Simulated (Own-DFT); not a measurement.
Simulation results for Hf36O71 (tetragonal hafnia with one neutral oxygen vacancy, atoms displaced)

All values are calculated (Own-DFT development build). A calculation, not a measurement: plane-wave PBE and HSE06 DFT by an unreviewed code, no spin, of a simulated cell at Gamma alone, so results move with cell size and shape, stress positive in tension, energies less offsets, not probed for a lower state with spin; hafnium file: forces about 75 meV/angstrom off all-electron values; oxygen file: force components 24 meV/angstrom off all-electron in a glass; k mesh not checked against a denser one; forces and stress are PBE's, HSE06 gives the energy alone, and its difference from PBE has offsets of its own; offsets are fitted by least squares, one for each functional and potential file, so energies compare only between cells with the same atoms and settings and are not formation energies; the far tail of each file's local potential was reset to the Coulomb form; each entry is a single point on an unrelaxed cell, so the pressure reflects the starting lattice, taken from the Materials Project, from which strain is counted, and rises with the displacements; printed positions are rounded, which can move forces by about a meV/angstrom; the program is a retired in-house code; no spin-orbit coupling.

Settings shared by all entries: first functional PBE; second functional HSE06; exact exchange share 0.25; screening 0.11 1/bohr; exchange divergence Gygi-Baldereschi; potential files PseudoDojo norm-conserving, scalar-relativistic, made for PBE, standard set; wave cutoff 48 hartree; occupations fixed; k mesh 1 x 1 x 1 centred on Gamma.

(1) 
```cif
# cell vector a (Å): 10.7800 0.0000 0.0000
# cell vector b (Å): 0.0000 10.7800 0.0000
# cell vector c (Å): 0.0000 0.0000 10.4493
data_Hf36O71
_symmetry_space_group_name_H-M 'P 1'
_symmetry_Int_Tables_number 1
_cell_length_a 10.7800
_cell_length_b 10.7800
_cell_length_c 10.4493
_cell_angle_alpha 90.000
_cell_angle_beta 90.000
_cell_angle_gamma 90.000
_cell_volume 1214.30
loop_
_atom_site_label
_atom_site_type_symbol
_atom_site_fract_x
_atom_site_fract_y
_atom_site_fract_z
_atom_site_occupancy
Hf1 Hf 0.99830 0.99755 0.99529 1
Hf2 Hf 0.16849 0.16166 0.25145 1
O1 O 0.99865 0.17408 0.15096 1
O2 O 0.16327 0.00335 0.34482 1
O3 O 0.99707 0.16902 0.40153 1
O4 O 0.16815 0.00173 0.10351 1
Hf3 Hf 0.99304 0.00543 0.49174 1
Hf4 Hf 0.16436 0.16264 0.75143 1
O5 O 0.99724 0.16203 0.65923 1
O6 O 0.17223 0.99527 0.85490 1
O7 O 0.00539 0.16828 0.89898 1
O8 O 0.16826 0.99620 0.60866 1
Hf5 Hf 0.99788 0.33614 0.00776 1
Hf6 Hf 0.16120 0.50654 0.24890 1
O9 O 0.00113 0.50189 0.15951 1
O10 O 0.16955 0.33983 0.33890 1
O11 O 0.00208 0.50438 0.39932 1
O12 O 0.16673 0.33558 0.09716 1
Hf7 Hf 0.99940 0.33017 0.49494 1
Hf8 Hf 0.16776 0.50514 0.74947 1
O13 O 0.00213 0.50225 0.65191 1
O14 O 0.16102 0.32963 0.84772 1
O15 O 0.98980 0.50420 0.89581 1
O16 O 0.16776 0.33569 0.59468 1
Hf9 Hf 0.99235 0.66290 0.99437 1
Hf10 Hf 0.16892 0.83176 0.25248 1
O17 O 0.00670 0.83566 0.15846 1
O18 O 0.16679 0.67247 0.34124 1
O19 O 0.00488 0.83237 0.40139 1
O20 O 0.16382 0.66260 0.09760 1
Hf11 Hf 0.99710 0.66612 0.50627 1
Hf12 Hf 0.16778 0.83797 0.75217 1
O21 O 0.00323 0.82722 0.65593 1
O22 O 0.16621 0.66651 0.85498 1
O23 O 0.00037 0.83906 0.90811 1
O24 O 0.16878 0.66169 0.59693 1
Hf13 Hf 0.33866 0.00133 0.00527 1
Hf14 Hf 0.50419 0.16121 0.25241 1
O25 O 0.32664 0.16801 0.14724 1
O26 O 0.49619 0.00220 0.34789 1
O27 O 0.32018 0.16260 0.40131 1
O28 O 0.50015 0.00330 0.09302 1
Hf15 Hf 0.33420 0.00211 0.50649 1
Hf16 Hf 0.50276 0.16255 0.74849 1
O29 O 0.33109 0.16823 0.64952 1
O30 O 0.49460 0.99567 0.84730 1
O31 O 0.33487 0.17447 0.89235 1
O32 O 0.50536 0.00315 0.59892 1
Hf17 Hf 0.33547 0.33039 0.00593 1
Hf18 Hf 0.49349 0.50187 0.24870 1
O33 O 0.33393 0.50351 0.15572 1
O34 O 0.49266 0.32635 0.34811 1
O35 O 0.33093 0.49217 0.39968 1
O36 O 0.49574 0.34391 0.09493 1
Hf19 Hf 0.33113 0.33375 0.49822 1
Hf20 Hf 0.49710 0.50544 0.74785 1
O37 O 0.33513 0.50673 0.64037 1
O38 O 0.50288 0.33651 0.83995 1
O39 O 0.33401 0.50140 0.90062 1
O40 O 0.49319 0.33730 0.60031 1
Hf21 Hf 0.33896 0.66409 0.99633 1
Hf22 Hf 0.49758 0.83773 0.24961 1
O41 O 0.33475 0.82401 0.15441 1
O42 O 0.49490 0.66658 0.35270 1
O43 O 0.48685 0.66455 0.09483 1
Hf23 Hf 0.33688 0.66583 0.48868 1
Hf24 Hf 0.50170 0.82978 0.75597 1
O44 O 0.33612 0.82618 0.64762 1
O45 O 0.49649 0.66787 0.85737 1
O46 O 0.33487 0.83234 0.90535 1
O47 O 0.49803 0.66365 0.59909 1
Hf25 Hf 0.66550 0.00048 0.99770 1
Hf26 Hf 0.83801 0.16083 0.25345 1
O48 O 0.66180 0.16505 0.15441 1
O49 O 0.82839 0.00347 0.35168 1
O50 O 0.66250 0.16822 0.40936 1
O51 O 0.84006 0.99667 0.09587 1
Hf27 Hf 0.66162 0.99402 0.49355 1
Hf28 Hf 0.82346 0.16534 0.74672 1
O52 O 0.66569 0.17271 0.66376 1
O53 O 0.83499 0.00552 0.84753 1
O54 O 0.66329 0.17248 0.90659 1
O55 O 0.82631 0.99856 0.59760 1
Hf29 Hf 0.66541 0.33071 0.00750 1
Hf30 Hf 0.82602 0.49483 0.24819 1
O56 O 0.65774 0.49199 0.15095 1
O57 O 0.83420 0.33958 0.35499 1
O58 O 0.65737 0.50787 0.40285 1
O59 O 0.83890 0.32983 0.09611 1
Hf31 Hf 0.65673 0.33033 0.50042 1
Hf32 Hf 0.83142 0.49579 0.74571 1
O60 O 0.66794 0.49749 0.64455 1
O61 O 0.83388 0.33711 0.85013 1
O62 O 0.66197 0.50391 0.89925 1
O63 O 0.83207 0.33157 0.58877 1
Hf33 Hf 0.67386 0.66520 0.99627 1
Hf34 Hf 0.84052 0.83271 0.24319 1
O64 O 0.66945 0.83000 0.14952 1
O65 O 0.83267 0.67106 0.34776 1
O66 O 0.66645 0.83506 0.39837 1
O67 O 0.83891 0.65757 0.09373 1
Hf35 Hf 0.66456 0.67481 0.49145 1
Hf36 Hf 0.83543 0.83682 0.74878 1
O68 O 0.66707 0.83724 0.64995 1
O69 O 0.83480 0.66578 0.84256 1
O70 O 0.66298 0.83482 0.90575 1
O71 O 0.82766 0.66243 0.59399 1
_calc_PBE_energy_of_cell_above_offsets '-97.517'  # eV
_calc_HSE06_less_PBE_above_offsets '0.066'  # eV
_calc_PBE_pressure 1.81  # GPa
_calc_PBE_stress_xx -1.87  # GPa
_calc_PBE_stress_yy -1.55  # GPa
_calc_PBE_stress_zz -2.02  # GPa
_calc_PBE_stress_yz 0  # GPa
_calc_PBE_stress_xz -0.12  # GPa
_calc_PBE_stress_xy -0.1  # GPa
```

Force:
```
element  x (eV/Å)  y (eV/Å)  z (eV/Å)
     Hf     2.024     2.231     0.558
     Hf     0.144     1.809    -0.931
      O    -0.312    -0.579     0.879
      O    -0.267    -1.318     1.472
      O    -0.267    -0.715     -0.71
      O     0.006    -0.016    -0.665
     Hf     1.141    -1.428     1.774
     Hf     0.193     0.984     0.839
      O    -0.404    -0.164     -1.53
      O    -0.123     0.724    -0.134
      O    -0.392    -0.652     1.152
      O    -0.562     0.054    -1.369
     Hf     2.348    -0.517    -2.425
     Hf     1.213    -0.394    -0.195
      O     -2.03    -0.545    -1.345
      O    -0.733    -1.626     0.729
      O    -0.105     -0.32     0.693
      O     -0.01     0.266    -0.252
     Hf     0.596     2.479     0.986
     Hf     0.499    -0.742    -0.064
      O    -0.771    -0.046    -0.136
      O     0.158     1.312    -0.604
      O     0.491    -0.687     1.001
      O     -0.85    -0.356    -0.195
     Hf     3.415    -0.044    -0.207
     Hf     0.175     0.685     -0.76
      O    -1.458    -0.049    -0.796
      O     0.958    -0.629     1.551
      O    -0.775      0.96      0.62
      O    -0.253     0.169    -0.406
     Hf     0.628    -0.508    -0.246
     Hf     1.048     -1.16     -0.11
      O    -1.156     0.218     0.042
      O    -0.387     0.467    -1.284
      O    -0.665    -1.543    -1.039
      O    -0.302     0.294     -0.54
     Hf    -2.674     0.346    -1.753
     Hf    -1.842     1.688    -0.114
      O     2.076    -0.193      0.24
      O      0.09    -0.564     0.246
      O     0.535    -0.053     0.102
      O     0.837     -0.26     1.301
     Hf     -0.74    -0.236     0.174
     Hf    -2.635     1.586     0.863
      O     0.755     -0.68    -0.059
      O     0.665     0.741     0.306
      O     0.432    -1.434     1.301
      O    -0.792      0.24    -0.218
     Hf    -1.806     0.645    -1.783
     Hf    -0.409    -0.479     0.456
      O    -0.778    -0.279    -0.363
      O     0.684     0.168    -0.344
      O     0.467     1.866    -0.328
      O     1.036    -1.015     0.626
     Hf    -0.556    -0.326     0.236
     Hf     0.201    -0.937    -0.413
      O    -0.454    -0.354     1.269
      O     0.256    -0.491      0.47
      O      0.01    -0.977    -0.396
      O     0.851    -0.583     -0.66
     Hf     -3.04     -0.13     0.035
     Hf    -0.308    -1.669    -0.273
      O     0.243     1.356     0.662
      O     -0.34     1.191    -0.874
      O     4.415     0.023     1.644
     Hf    -0.545    -0.205     1.613
     Hf    -0.904    -0.616      -0.9
      O     0.085     0.769     0.339
      O      0.59      0.25    -1.171
      O     0.171     0.663    -0.197
      O     0.965     0.561    -0.208
     Hf     0.733     0.072     0.103
     Hf     0.169     2.009     -0.93
      O     1.453     0.119     0.026
      O     0.565    -0.952    -0.366
      O     0.004    -1.059    -0.791
      O    -1.736     0.362     0.689
     Hf     0.558     0.256     1.251
     Hf     3.048      1.61     1.223
      O    -0.747     0.144     -1.95
      O     -0.64    -1.004     0.187
      O     0.032     -1.71     0.013
      O     0.658     0.137    -0.392
     Hf    -0.227     1.725    -1.534
     Hf     0.834     0.975     0.913
      O     1.596     0.535    -0.015
      O    -0.392    -1.302    -1.486
      O     0.311     -1.35    -0.725
      O    -2.546     0.459      1.39
     Hf     0.343     2.578      0.75
     Hf      0.14    -0.054    -0.342
      O     -0.57     -0.26     0.954
      O    -0.558    -1.085    -0.459
      O     0.556     -0.35     0.612
      O    -0.041    -0.299     0.845
     Hf    -1.723    -0.329     0.159
     Hf    -0.056    -0.391     0.838
      O    -0.037     0.117     0.204
      O    -0.303    -0.419    -0.916
      O    -0.391     0.638    -0.864
      O    -1.843      0.47     0.906
     Hf    -0.091    -1.965     1.704
     Hf    -0.019    -0.427    -0.459
      O    -0.101    -0.282      0.39
      O    -0.599     1.212      0.37
      O     0.476    -0.088    -0.626
      O     0.396      0.68     0.145
```

(2) 
```cif
# cell vector a (Å): 10.7800 0.0000 0.0000
# cell vector b (Å): 0.0000 10.7800 0.0000
# cell vector c (Å): 0.0000 0.0000 10.4493
data_Hf36O71
_symmetry_space_group_name_H-M 'P 1'
_symmetry_Int_Tables_number 1
_cell_length_a 10.7800
_cell_length_b 10.7800
_cell_length_c 10.4493
_cell_angle_alpha 90.000
_cell_angle_beta 90.000
_cell_angle_gamma 90.000
_cell_volume 1214.30
loop_
_atom_site_label
_atom_site_type_symbol
_atom_site_fract_x
_atom_site_fract_y
_atom_site_fract_z
_atom_site_occupancy
Hf1 Hf 0.00481 0.00028 0.99927 1
Hf2 Hf 0.16415 0.17084 0.24959 1
O1 O 0.00184 0.16757 0.15079 1
O2 O 0.16511 0.99911 0.34737 1
O3 O 0.00086 0.16614 0.40020 1
O4 O 0.16322 0.99763 0.09760 1
Hf3 Hf 0.99648 0.99698 0.50261 1
Hf4 Hf 0.17057 0.16467 0.74660 1
O5 O 0.00103 0.16915 0.65373 1
O6 O 0.16196 0.99642 0.84464 1
O7 O 0.00048 0.16214 0.90085 1
O8 O 0.16522 0.00122 0.60376 1
Hf5 Hf 0.99858 0.33204 0.00415 1
Hf6 Hf 0.16672 0.49792 0.24574 1
O9 O 0.00036 0.49913 0.15099 1
O10 O 0.16475 0.33188 0.34821 1
O11 O 0.00230 0.50250 0.40315 1
O12 O 0.16346 0.33865 0.09864 1
Hf7 Hf 0.00200 0.33602 0.50239 1
Hf8 Hf 0.17302 0.49904 0.75152 1
O13 O 0.00271 0.50683 0.65474 1
O14 O 0.16582 0.33442 0.84801 1
O15 O 0.00039 0.49862 0.89900 1
O16 O 0.16574 0.33282 0.59581 1
Hf9 Hf 0.99985 0.66518 0.00068 1
Hf10 Hf 0.16942 0.83577 0.24977 1
O17 O 0.99900 0.83159 0.15068 1
O18 O 0.99913 0.83187 0.40541 1
O19 O 0.16394 0.67092 0.09099 1
Hf11 Hf 0.00614 0.66428 0.50162 1
Hf12 Hf 0.16773 0.83376 0.75442 1
O20 O 0.99801 0.83070 0.65833 1
O21 O 0.16556 0.66630 0.84931 1
O22 O 0.00528 0.83175 0.90232 1
O23 O 0.16331 0.66530 0.59381 1
Hf13 Hf 0.33252 0.00423 0.99956 1
Hf14 Hf 0.49988 0.16890 0.25068 1
O24 O 0.33538 0.16705 0.15322 1
O25 O 0.49802 0.00424 0.34323 1
O26 O 0.33712 0.16837 0.40351 1
O27 O 0.50404 0.99923 0.09169 1
Hf15 Hf 0.33433 0.00090 0.50045 1
Hf16 Hf 0.50125 0.16779 0.75395 1
O28 O 0.33178 0.16625 0.65432 1
O29 O 0.49974 0.99826 0.84871 1
O30 O 0.33357 0.16547 0.90139 1
O31 O 0.49967 0.00000 0.59662 1
Hf17 Hf 0.33035 0.33500 0.00025 1
Hf18 Hf 0.49715 0.50148 0.24733 1
O32 O 0.33326 0.50167 0.15536 1
O33 O 0.50402 0.33231 0.34398 1
O34 O 0.33519 0.49929 0.40590 1
O35 O 0.49697 0.33364 0.09358 1
Hf19 Hf 0.33444 0.33848 0.50118 1
Hf20 Hf 0.50040 0.49943 0.75065 1
O36 O 0.32814 0.50097 0.65090 1
O37 O 0.49787 0.33578 0.84456 1
O38 O 0.33955 0.49992 0.90393 1
O39 O 0.50022 0.34001 0.59974 1
Hf21 Hf 0.33131 0.66280 0.00158 1
Hf22 Hf 0.49370 0.83102 0.25249 1
O40 O 0.33039 0.83373 0.14790 1
O41 O 0.50308 0.66794 0.35365 1
O42 O 0.32961 0.82847 0.40416 1
O43 O 0.49741 0.66190 0.09128 1
Hf23 Hf 0.33506 0.67046 0.50427 1
Hf24 Hf 0.49940 0.83706 0.74311 1
O44 O 0.33314 0.83158 0.65263 1
O45 O 0.50238 0.66528 0.84836 1
O46 O 0.33101 0.83403 0.90376 1
O47 O 0.50434 0.66727 0.59542 1
Hf25 Hf 0.66966 0.00000 0.00019 1
Hf26 Hf 0.84000 0.16846 0.25106 1
O48 O 0.66946 0.16911 0.15502 1
O49 O 0.83676 0.00245 0.34137 1
O50 O 0.66773 0.16335 0.40363 1
O51 O 0.83466 0.99758 0.09695 1
Hf27 Hf 0.66762 0.00141 0.49955 1
Hf28 Hf 0.83416 0.16311 0.74645 1
O52 O 0.66758 0.16548 0.64905 1
O53 O 0.83147 0.00075 0.84823 1
O54 O 0.66247 0.16461 0.90315 1
O55 O 0.83248 0.00083 0.60098 1
Hf29 Hf 0.66314 0.33314 0.99689 1
Hf30 Hf 0.83214 0.49881 0.25006 1
O56 O 0.67102 0.50133 0.15195 1
O57 O 0.83142 0.33566 0.34470 1
O58 O 0.66896 0.50109 0.40133 1
O59 O 0.82912 0.33157 0.09801 1
Hf31 Hf 0.65955 0.33345 0.50054 1
Hf32 Hf 0.83214 0.49802 0.74962 1
O60 O 0.67039 0.49601 0.64854 1
O61 O 0.83477 0.33340 0.84941 1
O62 O 0.66518 0.50578 0.90409 1
O63 O 0.83273 0.33532 0.59217 1
Hf33 Hf 0.66662 0.66294 0.99980 1
Hf34 Hf 0.83827 0.83252 0.24630 1
O64 O 0.66830 0.83338 0.15423 1
O65 O 0.82919 0.66326 0.34483 1
O66 O 0.67038 0.83394 0.40593 1
O67 O 0.83018 0.66171 0.09744 1
Hf35 Hf 0.66766 0.66732 0.50509 1
Hf36 Hf 0.83947 0.83212 0.75120 1
O68 O 0.66823 0.83378 0.65597 1
O69 O 0.83434 0.66366 0.84746 1
O70 O 0.66461 0.83287 0.90210 1
O71 O 0.83459 0.66768 0.59807 1
_calc_PBE_energy_of_cell_above_offsets '-100.808'  # eV
_calc_HSE06_less_PBE_above_offsets '-0.127'  # eV
_calc_PBE_pressure 1.29  # GPa
_calc_PBE_stress_xx -1.64  # GPa
_calc_PBE_stress_yy 0.02  # GPa
_calc_PBE_stress_zz -2.26  # GPa
_calc_PBE_stress_yz 0.11  # GPa
_calc_PBE_stress_xz 0.09  # GPa
_calc_PBE_stress_xy 0.05  # GPa
```

Force:
```
element  x (eV/Å)  y (eV/Å)  z (eV/Å)
     Hf    -1.309    -0.449    -0.331
     Hf     0.377    -0.951     0.562
      O     0.259     0.261    -0.243
      O     0.407     0.469     0.039
      O     0.008     0.135     0.441
      O     1.051     0.361     0.164
     Hf     0.465     0.454    -0.504
     Hf    -1.278     0.084     0.652
      O    -0.095    -0.054    -0.294
      O     0.499     1.084     0.641
      O     0.092     0.904     0.351
      O     0.282     -0.15    -0.916
     Hf    -1.075     0.327    -1.388
     Hf     -0.95     0.721     1.069
      O     0.229    -0.088     0.087
      O     0.266     0.571    -0.244
      O     0.664    -0.367    -0.268
      O     0.997     -0.37     0.152
     Hf     -0.85    -0.229    -0.436
     Hf    -2.273     0.276     0.421
      O    -0.014    -0.684    -0.141
      O     0.584    -0.445     0.061
      O     0.056    -0.215     0.949
      O     0.682     0.026     0.324
     Hf    -1.026    -0.334    -0.636
     Hf    -0.841    -0.748    -0.094
      O     0.848    -0.111     0.246
      O     0.381     0.034     -0.09
      O     0.619    -0.555      1.22
     Hf    -2.009    -0.032    -0.341
     Hf    -0.282    -0.486     0.021
      O     1.208     0.453    -0.857
      O     0.502    -0.519    -0.511
      O    -0.442     0.158     0.135
      O     1.785     0.401     0.134
     Hf     0.832    -1.292      0.25
     Hf     0.927     -0.54    -0.647
      O    -0.945      0.04    -0.275
      O    -0.392     -1.41     0.449
      O    -0.211     0.102     0.363
      O    -1.192     0.146     0.474
     Hf    -0.601     0.464    -0.202
     Hf     0.325    -0.878    -0.171
      O     1.124     0.036    -0.337
      O    -0.371     0.634    -0.808
      O    -0.129     0.712     -0.02
      O    -0.199    -0.123    -0.041
     Hf    -0.029    -0.605    -0.245
     Hf     1.789      0.43     0.653
      O    -0.521    -0.158    -0.542
      O    -0.195     0.754     0.461
      O    -0.179     0.529    -0.532
      O     0.028      0.29      0.12
     Hf    -0.461    -0.821     -0.09
     Hf     0.513     1.157    -0.207
      O     1.528     0.017      0.05
      O     0.217    -0.503     0.375
      O    -0.504    -0.377    -0.243
      O    -0.818    -0.346    -0.013
     Hf     0.207     1.529    -0.904
     Hf     1.667     0.488    -0.736
      O     0.558     0.002     0.868
      O     -0.51    -0.197    -0.998
      O    -0.066      1.12    -0.545
      O     0.054     0.019     1.359
     Hf    -0.156    -0.953    -0.244
     Hf     1.097    -0.723     1.808
      O     -0.26    -0.099    -0.533
      O     -0.53     0.346    -0.985
      O    -0.119    -0.054    -0.053
      O    -1.033     -0.17     0.866
     Hf     0.121     -1.12     0.137
     Hf    -1.274     0.218    -0.138
      O    -0.441     0.027    -0.069
      O     0.162    -0.602     0.941
      O    -0.181     0.619     0.051
      O      0.54     0.219    -0.183
     Hf     0.146    -0.591    -0.229
     Hf     0.252     0.458     0.629
      O    -0.668     0.258     0.577
      O     0.134    -0.103    -0.287
      O    -0.215      0.85    -0.467
      O     0.343     0.073     -0.41
     Hf     0.949    -0.054     0.649
     Hf    -0.187     0.694      0.19
      O    -1.731    -0.316    -0.093
      O      0.43    -0.644     0.303
      O    -0.559    -0.416     0.358
      O     0.675     0.024    -0.486
     Hf     1.722     0.426    -0.862
     Hf     1.042     0.343    -0.054
      O    -0.987     0.148     0.671
      O    -0.459    -0.508    -0.378
      O    -0.117    -2.081    -0.896
      O      0.17    -0.174     0.327
     Hf     0.102     1.868     0.102
     Hf     -1.35    -0.418     0.534
      O    -0.838    -0.171     0.441
      O     0.363     0.671     0.042
      O    -0.353     0.423     0.158
      O      0.99     0.377    -0.211
     Hf     1.333    -0.015    -1.331
     Hf    -1.655      -0.5     0.772
      O    -0.014     0.111    -0.282
      O     0.056     0.433     -0.01
      O      0.22    -0.042     0.391
      O     0.021     0.021      0.01
```
